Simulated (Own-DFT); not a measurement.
SiC (2H silicon carbide, strained, atoms displaced) (calculated)

A calculation, not a measurement: plane-wave PBE density functional theory by an unreviewed code, no spin, of a simulated periodic cell, stress positive in tension, free energy of the whole cell less one offset for each atom, forces on such cells passed a denser k mesh, this cell's mesh not checked; offsets are fitted by least squares, one for each functional and potential file, so energies compare only between cells with the same atoms and settings and are not formation energies; the far tail of each file's local potential was reset to the Coulomb form; each entry is a single point on an unrelaxed cell, so the pressure reflects the starting lattice, mostly measured values (interpolated for alloys), from which strain is counted, and rises with the displacements; printed positions are rounded, which can move forces by about a meV/angstrom; the program, named Own-DFT, is a retired in-house code; no spin-orbit coupling. Program: Own-DFT development build.

Settings shared by all entries: functional PBE; potential files PseudoDojo norm-conserving, scalar-relativistic, standard set; wave cutoff 42 hartree; occupations Fermi-Dirac; smearing width 0.1 eV; hardware one NVIDIA H100; k mesh 4 x 4 x 3 centred on Gamma.

(1) SiC (2H silicon carbide, strained, atoms displaced)

```xyz
72
Lattice="9.2386 -0.1614 -0.1302 -4.7591 8.1310 0.0709 -0.1417 0.0073 10.2593" Properties=species:S:1:pos:R:3 SiC
Si    -0.0767     0.0565    10.2259
Si     0.0301     1.7079     2.6049
C     -0.0491     0.0769     1.9182
C     -0.0576     1.7444     4.5137
Si     9.0877    -0.1322     5.0187
Si    -0.1268     1.7536     7.6338
C      9.0954    -0.1430     7.0170
C     -0.2355     1.7853     9.5810
Si     7.4008     2.6209    10.0790
Si    -1.7599     4.4194     2.5971
C      7.5999     2.5547     1.7844
C     -1.6779     4.5618     4.5444
Si    -1.6429     2.7067     5.1851
Si    -1.7904     4.5640     7.5966
C      7.4635     2.5119     6.9300
C     -1.8031     4.4838     9.6435
Si     6.0740     5.1852    -0.0621
Si    -3.1927     7.1868     2.6655
C      5.8678     5.2471     1.8602
C     -3.2173     7.3260     4.5545
Si    -3.2615     5.4660     5.2612
Si    -3.1621     7.2441     7.7241
C     -3.2198     5.4045     7.0294
C     -3.3764     7.3026     9.6043
Si    -1.7149     8.0554     0.1256
Si     3.0184     1.7138     2.5284
C     -1.7350     8.0412     1.9058
C      3.0009     1.6946     4.4125
Si     3.0019    -0.0038     5.0778
Si     2.8676     1.6886     7.7666
C     -1.9083     8.0496     7.0792
C      2.9292     1.7699     9.4761
Si     1.4325     2.5975    10.1859
Si     1.4247     4.4388     2.5213
C      1.4531     2.6521     1.8599
C      1.3818     4.4770     4.4826
Si     1.4082     2.7181     5.1102
Si     1.3708     4.4982     7.6438
C      1.3926     2.6121     7.0919
C      1.3265     4.3711     9.5387
Si    -0.3135     5.3600    10.2309
Si    -0.1208     7.1557     2.5415
C     -0.0726     5.3455     1.9815
C     -0.2098     7.1206     4.4787
Si    -0.1495     5.2955     5.0248
Si    -0.2052     7.1134     7.7013
C     -0.1516     5.3058     6.9892
C     -0.2845     7.1275     9.7021
Si     6.1539    -0.1053    -0.0660
Si     6.1005     1.5802     2.4878
C      6.1425    -0.0505     1.7735
C      5.9378     1.7162     4.4352
Si     1.2936     7.9879     5.0997
Si     5.9959     1.6693     7.6701
C      1.3518     8.0062     6.9982
C      5.9806     1.7186     9.5193
Si     4.4539     2.6344    10.1627
Si     4.5314     4.3060     2.4941
C      4.4904     2.5141     1.8745
C      4.4869     4.3275     4.4384
Si     4.4613     2.5737     4.9917
Si     4.5219     4.4584     7.6221
C      4.5207     2.6670     6.9608
C      4.3931     4.4782     9.5946
Si     3.0228     5.2925    -0.0118
Si     3.0042     7.1539     2.5663
C      2.9319     5.3625     1.9064
C      2.9490     7.1019     4.4761
Si     2.9455     5.3068     5.1353
Si     2.8185     7.0791     7.6592
C      2.9741     5.3435     7.0063
C      2.7710     7.2111     9.5499
```

| Property | Result |
| --- | --- |
| free energy of cell above offsets | -4.302 eV |
| pressure | 1.12 GPa |
| stress xx | -4.9 GPa |
| stress yy | -1.35 GPa |
| stress zz | 2.89 GPa |
| stress yz | 0.1 GPa |
| stress xz | -3.52 GPa |
| stress xy | -8.89 GPa |
| wall time | 364.6 s |

Force:
```csv
element,x (eV/Å),y (eV/Å),z (eV/Å)
Si,-2.33,0.039,-0.002
Si,-1.774,2.804,-0.639
C,1.861,-2.276,-0.495
C,-1.211,1.43,-0.414
Si,3.03,0.027,1.826
Si,-1.56,1.203,1.703
C,1.349,-1.481,-2.231
C,0.89,1.085,0.162
Si,3.308,-1.895,1.722
Si,1.314,1.521,0.297
C,0.096,-0.951,0.459
C,-1.992,-2.041,-0.813
Si,-1.224,0.072,-0.679
Si,2.727,-2.893,1.546
C,1.886,0.975,0.373
C,-0.591,1.39,-1.512
Si,-0.196,2.597,0.239
Si,-1.73,0.197,-0.484
C,3.912,0.708,-0.698
C,-2.581,-2.403,-0.144
Si,0.546,-0.091,-3.492
Si,-7.148,-2.671,2.036
C,-1.209,2.347,2.054
C,1.354,-2.052,1.098
Si,0.596,0.357,-3.076
Si,-1.352,-0.357,-0.347
C,0.788,0.222,2.105
C,-1.538,1.146,0.064
Si,1.326,-0.674,0.856
Si,1.533,1.038,-4.829
C,6.975,3.127,-2.059
C,0.502,-1.223,4.657
Si,-2.55,0.974,0.005
Si,0.418,-0.13,0.152
C,1.255,-0.26,0.572
C,0.971,-0.828,-0.727
Si,1.013,-1.48,0.92
Si,0.603,-1.947,0.626
C,0.368,1.494,-1.689
C,-0.003,1.546,0.928
Si,2.424,-0.863,1.289
Si,-0.429,-0.446,0.167
C,-2.201,0.197,-1.207
C,-0.122,0.351,-0.236
Si,0.294,2.211,1.581
Si,-0.397,0.343,-0.257
C,-0.853,1.235,0.188
C,-0.478,0.734,-1.364
Si,0.418,0.225,-0.847
Si,-0.331,2.807,0.367
C,0.404,-2.177,1.48
C,3.029,-1.863,-1.309
Si,0.586,0.954,0.166
Si,-0.407,0.046,-2.071
C,-1.668,0.064,0.782
C,-1.777,-1.074,0.178
Si,-0.657,-0.154,0.441
Si,-2.965,0.077,1.093
C,1.752,1.01,-1.156
C,-0.348,1.617,-0.34
Si,0.528,0.932,2.436
Si,-1.517,-1.442,0.393
C,-1.308,-1.33,0.775
C,0.32,-1.651,-1.295
Si,-1.986,1.626,-0.316
Si,-1.592,-0.969,-0.822
C,1.004,-0.804,0.033
C,-2.382,-0.616,-0.897
Si,0.376,-0.074,-1.038
Si,0.792,0.906,0.625
C,-0.835,-0.479,0.248
C,0.693,-2.034,0.84
```

(2) SiC (2H silicon carbide, strained, atoms displaced)

```xyz
72
Lattice="9.3613 0.0719 -0.0654 -4.6184 7.9696 -0.1160 -0.0712 -0.1869 9.8689" Properties=species:S:1:pos:R:3 SiC
Si    -0.0221    -0.1798     9.7482
Si    -0.0884     1.7028     2.3590
C      0.0489     0.0406     1.8085
C     -0.0620     1.7144     4.2781
Si    -0.0015    -0.0502     4.8769
Si    -0.0392     1.6334     7.3709
C      4.7099     7.8217     6.5887
C     -0.1290     1.5919     9.2385
Si     7.6567     2.5488     9.6882
Si    -1.5127     4.3416     2.3061
C     -1.5154     2.7047     1.7779
C     -1.4758     4.4452     4.2278
Si     7.7896     2.6244     4.8357
Si    -1.5836     4.2429     7.3802
C      7.6936     2.5862     6.6397
C     -1.6054     4.3352     9.1538
Si     6.2295     5.1179     9.7134
Si    -2.9877     7.0934     2.4095
C     -3.0748     5.2848     1.7998
C     -3.1552     6.9989     4.2060
Si    -3.0866     5.2111     4.8071
Si    -3.1478     6.8708     7.3393
C      6.1601     5.3235     6.7271
C     -3.1670     6.9291     9.0700
Si     3.1018    -0.0665     9.8150
Si     3.2228     1.7502     2.4189
C      3.1286    -0.0037     1.8518
C      3.0405     1.7117     4.3093
Si     2.9899    -0.0198     4.9390
Si     3.0673     1.6408     7.2953
C      3.0895    -0.0509     6.7264
C      3.0354     1.6212     9.2377
Si     1.4200     2.4105     9.8060
Si     1.6146     4.3031     2.4440
C      1.5487     2.6657     1.8045
C      1.5243     4.4315     4.3179
Si     1.4916     2.6282     4.8953
Si     1.6567     4.2784     7.2994
C      1.5700     2.5313     6.6465
C      1.5424     4.3376     9.1782
Si    -0.0176     5.3417    -0.0569
Si     0.0307     7.0097     2.3443
C      0.0278     5.2758     1.7456
C      0.0744     7.0907     4.1639
Si    -0.0299     5.2125     4.8820
Si     0.0205     6.9606     7.2883
C     -0.0093     5.1402     6.6929
C      0.0212     6.9666     9.1139
Si     1.4667     7.8182     9.6564
Si     6.1857     1.7509     2.4456
C      1.5298     7.9707     1.7174
C      6.1954     1.6794     4.2012
Si     1.6275     7.9039     4.6838
Si     6.1342     1.6382     7.3741
C      6.2714    -0.0594     6.6763
C      6.1816     1.7816     9.2080
Si     4.6610     2.7405    -0.0150
Si     4.7453     4.4821     2.3389
C      4.5974     2.7156     1.7473
C      4.7731     4.4876     4.1444
Si     4.6661     2.5384     4.9329
Si     4.6409     4.3919     7.3312
C      4.6585     2.5468     6.6843
C      4.6567     4.3158     9.0805
Si     3.0974     5.1471     9.6896
Si     3.2170     7.1050     2.3980
C      3.1807     5.2787     1.7023
C      3.1386     7.0859     4.1650
Si     3.1855     5.2085     4.7922
Si     3.0904     6.9562     7.3051
C      3.0279     5.2413     6.7144
C      3.0519     6.8936     9.0438
```

| Quantity | Value |
| --- | --- |
| free energy of cell above offsets | -3.519 eV |
| pressure | 8.24 GPa |
| stress xx | 1.26 GPa |
| stress yy | -4.9 GPa |
| stress zz | -21.08 GPa |
| stress yz | -7.41 GPa |
| stress xz | -2.34 GPa |
| stress xy | 2.52 GPa |
| wall time | 352.3 s |

Force:
```csv
element,x (eV/Å),y (eV/Å),z (eV/Å)
Si,-2.103,-0.807,1.823
Si,1.909,2.241,1.172
C,-0.602,-2.93,-0.169
C,0.619,0,-0.374
Si,-1.505,-0.614,1.41
Si,-0.315,-0.577,-1.388
C,-0.577,1.361,0.467
C,0.104,0.414,-0.996
Si,2.787,1.446,1.71
Si,0.034,3.242,2.068
C,-1.939,-3.642,-0.699
C,-2.337,-2.483,-0.505
Si,-0.943,0.803,-1.24
Si,-0.274,1.429,-2.664
C,0.669,-0.51,2.106
C,0.574,-1.941,1.382
Si,-1.331,2.671,0.388
Si,-1.499,-0.13,-2.133
C,0.388,-0.027,-0.822
C,1.53,0.31,0.55
Si,0.589,0.915,1.665
Si,0.778,3.781,-2.463
C,1.295,-4.146,-2.487
C,1.979,-0.57,3.351
Si,-1.311,-2.62,0.613
Si,-3.001,0.312,0.537
C,0.536,-0.338,-0.688
C,0.765,1.188,-0.772
Si,1.873,-1.25,-1.372
Si,0.455,0.935,0.909
C,-0.347,-2.605,1.847
C,0.271,1.393,-1.429
Si,1.25,2.52,0.492
Si,-0.332,3.087,-0.95
C,0.099,-2.777,-0.011
C,1.447,-1.3,-1.23
Si,0.27,-0.287,-2.451
Si,-3.29,0.139,0.594
C,-0.957,-0.296,3.24
C,-1.207,-2.067,-0.433
Si,2.043,0.321,-1.308
Si,0.223,0.895,-0.212
C,0.289,-0.676,0.828
C,-1.951,-1.294,1.344
Si,1.324,2.649,-0.487
Si,0.071,0.097,-2.286
C,-0.083,0.286,1.51
C,-2.152,-0.668,0.186
Si,2.851,0.98,1.86
Si,0.292,0.903,-2.911
C,1.466,-0.255,-0.881
C,0.499,1.725,2.12
Si,-0.961,0.269,1.37
Si,1.133,0.958,-1.648
C,-1.452,-0.976,1.492
C,-2.523,-3.005,-0.424
Si,-0.311,0.257,-2.48
Si,-0.668,0.046,-0.89
C,2.352,-0.345,1.98
C,-1.4,-2.522,1.732
Si,-0.11,0.838,-3.019
Si,0.035,-0.699,-2.746
C,-0.624,0.763,2.533
C,-0.094,-0.74,2.812
Si,-0.16,0.498,1.421
Si,-0.71,-0.312,-3.739
C,-0.332,0.907,1.058
C,1.534,-1.243,1.146
Si,-0.875,1.693,0.613
Si,0.647,1.49,-3.232
C,2.702,-0.791,-1.669
C,0.595,1.677,2.88
```

(3) SiC (2H silicon carbide, strained, atoms displaced)

```xyz
72
Lattice="9.3041 -0.0421 -0.0138 -4.6885 8.1511 0.0350 -0.0151 0.0352 10.1515" Properties=species:S:1:pos:R:3 SiC
Si     0.0231     0.1013    10.1103
Si    -0.0739     1.7692     2.5950
C      4.6246     8.0676     1.8445
C     -0.0592     1.8329     4.4782
Si     0.0175     0.0605     5.0077
Si    -0.0375     1.9428     7.7035
C      4.6102     8.0919     6.9454
C     -0.0369     1.8280     9.4355
Si     7.6814     2.6937     0.0259
Si    -1.5463     4.5440     2.5469
C     -1.5912     2.7703     1.9455
C     -1.6809     4.4613     4.4639
Si    -1.5267     2.7739     5.1219
Si    -1.6344     4.5289     7.6817
C      7.7558     2.6465     6.9346
C     -1.5955     4.5783     9.6072
Si    -3.1493     5.5092    10.1476
Si    -3.0991     7.2399     2.5634
C     -3.1064     5.5172     1.9228
C     -3.1001     7.2922     4.4690
Si     6.1890     5.3649     4.9875
Si    -3.0664     7.2357     7.6776
C      6.1751     5.3883     6.9733
C     -3.1685     7.3577     9.4820
Si     3.1111     0.0924    10.1101
Si     3.0089     1.8728     2.6313
C      3.0939     0.0302     1.8843
C      3.1119     1.7614     4.4500
Si    -1.5621     8.0938     5.1853
Si     3.1287     1.7578     7.6161
C     -1.6453     8.1158     7.1139
C      2.9543     1.8730     9.4924
Si     1.4596     2.6430     0.0233
Si     1.5671     4.4920     2.6010
C      1.5451     2.7281     1.9058
C      1.5802     4.4669     4.4099
Si     1.5014     2.8140     5.0460
Si     1.5834     4.5305     7.6321
C      1.4344     2.7476     7.0718
C      1.4945     4.5459     9.4967
Si    -0.0858     5.4276    10.1270
Si     0.0243     7.2134     2.4612
C      0.0677     5.3957     1.9057
C     -0.0894     7.3262     4.5543
Si    -0.0426     5.4050     5.1159
Si    -0.0913     7.3406     7.6666
C     -0.0653     5.4605     6.8888
C     -0.0364     7.3209     9.5026
Si     1.4873     8.0744    10.1555
Si     6.2044     1.7453     2.4889
C      1.5256     8.1070     1.9609
C      6.1980     1.7832     4.4294
Si     1.5539     8.0872     5.1876
Si     6.2252     1.8155     7.7281
C      1.5593     8.1443     7.0417
C      6.1919     1.8459     9.5301
Si     4.5939     2.6239     0.0648
Si     4.6638     4.4626     2.5184
C      4.5837     2.6803     1.8970
C      4.6895     4.4587     4.4019
Si     4.6610     2.6884     5.0675
Si     4.5764     4.5469     7.6322
C      4.6193     2.6520     7.0685
C      4.6849     4.5061     9.5155
Si     3.0599     5.5030     0.0299
Si     3.1466     7.1786     2.5382
C      2.9959     5.4182     1.9370
C      2.9970     7.1386     4.4950
Si     3.0836     5.4122     5.0889
Si     2.9818     7.2025     7.6241
C      3.0341     5.3918     7.0061
C      3.1247     7.2261     9.5657
```

| Quantity | Value |
| --- | --- |
| free energy of cell above offsets | -6.304 eV |
| pressure | -1.04 GPa |
| stress xx | 0.75 GPa |
| stress yy | 4.73 GPa |
| stress zz | -2.35 GPa |
| stress yz | 1.47 GPa |
| stress xz | -0.14 GPa |
| stress xy | -2.21 GPa |
| wall time | 353.2 s |

Force:
```csv
element,x (eV/Å),y (eV/Å),z (eV/Å)
Si,-0.56,-1.146,-0.491
Si,0.784,0.793,-1.111
C,0.377,1.135,1.623
C,0.901,0.409,-0.904
Si,-0.553,-1.543,2.049
Si,-0.209,-2.872,-3.796
C,0.037,0.524,1.127
C,-1.253,0.827,4.11
Si,1.275,-0.043,0.189
Si,-0.296,0.395,0.113
C,0.398,-1.069,-0.74
C,2.948,1.368,-1.007
Si,-1.913,-1.772,-0.845
Si,1.092,0.05,-1.543
C,-0.945,1.419,2.297
C,-0.729,-0.497,-1.203
Si,-0.186,0.555,0.414
Si,0.256,1.087,-0.146
C,-0.021,-1.641,-0.224
C,-0.672,-0.941,-0.354
Si,-0.752,1.45,1.942
Si,-3.732,-0.457,-1.507
C,-0.401,0.093,-0.03
C,1.019,-1.218,1.861
Si,-1.097,-0.355,0.754
Si,1.487,-1.976,-1.687
C,0.619,-0.095,-0.169
C,-1.004,0.959,1.693
Si,-1.35,1.59,-0.471
Si,-2.497,1.276,0.19
C,1.711,1.584,-1.925
C,2.218,-0.832,0.561
Si,0.766,2.028,-0.426
Si,-0.758,0.053,-1.896
C,-1.502,-0.535,0.631
C,-1.042,2.085,1.136
Si,0.636,-3.401,2.024
Si,-2.638,-0.374,-0.157
C,2.771,0.294,-2.109
C,0.037,0.274,1.026
Si,1.994,0.798,0.509
Si,-1.772,0.506,2.281
C,-1.447,0.307,0.236
C,2.26,-2.723,-1.642
Si,-0.448,0.99,-2.006
Si,1.633,-2.13,-1.563
C,0.351,-0.089,3.975
C,-0.919,-1.231,0.95
Si,1.601,1.611,0.744
Si,-0.936,0.565,1.382
C,1.184,0.161,-1.362
C,0.649,-0.549,0.458
Si,-1.239,1.416,-1.589
Si,-0.296,-0.264,-2.878
C,-1.904,0.762,0.774
C,-0.835,-1.39,1.538
Si,-0.258,1.473,-1.742
Si,-0.577,0.85,-0.495
C,0.764,-0.145,0.905
C,-1.506,0.531,0.711
Si,0.139,-0.715,0.571
Si,1.127,-0.97,-0.002
C,0.903,1.025,-1.361
C,-1.607,0.276,0.91
Si,0.387,-3.065,0.029
Si,-1.937,0.071,0.651
C,2.373,-0.269,-0.329
C,1.836,1.459,-1.165
Si,0.701,-1.003,-0.016
Si,2.989,0.201,0.209
C,0.876,0.722,-0.743
C,-1.307,1.339,-0.938
```
